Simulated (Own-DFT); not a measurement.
# Energy and forces against displacement in 4H SiC, 128 atoms (C64Si64)

All numbers below are calculated, not measured. They come from Own-DFT, an in-house plane-wave density functional program, since retired, whose code no person has reviewed. Each row is one single-point run on a periodic cell that was not relaxed, without spin or spin-orbit coupling.

Settings of every run: PBE; PseudoDojo norm-conserving scalar-relativistic files; cutoff 42 hartree; 3 x 3 x 3 k mesh centred on Gamma; Fermi-Dirac smearing of 0.1 eV.

Known limits, some of them of some rows only: some atoms lie very close together; forces on such cells passed a denser k mesh, each cell not checked; stress not checked against mesh or cutoff.

Cell vectors in Å: (12.331, 0.000, 0.000); (-6.165, 10.679, 0.000); (0.000, 0.000, 10.068). In each run every atom was moved at random and independently from its ideal site; u is the rms move along one axis. E is the free energy for each atom above the fitted value at u = 0, and F the rms of the force components.

```
run   u (Å)  E (meV/atom)  F (eV/Å)  largest force (eV/Å)  P (GPa)
  1  0.0290          31.6     0.854                  3.61     3.69
  2  0.0296             ?         ?                     ?        ?
  3  0.0304          36.8     0.938                  3.42     3.81
  4  0.0602         137.9     1.887                 10.99     6.11
  5  0.0610         140.9     1.837                  8.72     6.33
  6  0.0976         370.4     3.330                 20.00    12.17
  7  0.0991         403.4     3.754                 21.15    12.36
  8  0.1054         405.9     3.300                 16.99    12.21
```

## Worked fit

For small independent moves the energy grows as E = (3/2) K u², with K the mean stiffness felt by one atom. The runs with u up to 0.11 Å give K = 25.7 ± 0.6 eV/Å², with residuals divided by u² + 0.0006 Å², since the noise grows with the moves. The scatter is 4.6 meV/atom at u = 0.05 Å. The forces follow F = G u with G = 32.3 eV/Å²; no force at u = 0 is resolved. G exceeds K because the moves of its neighbours add to the force on an atom, and stiffness differs between atoms. The pressure follows P = 2.96 + 908 u² GPa: at fixed volume, shortened bonds push harder than stretched ones pull.

## Withheld run

Question: what energy and rms force should run 2 give?

The fit gives 34 ± 2 meV/atom and about 0.96 eV/Å. The calculation gave 32.7 meV/atom and 0.856 eV/Å.
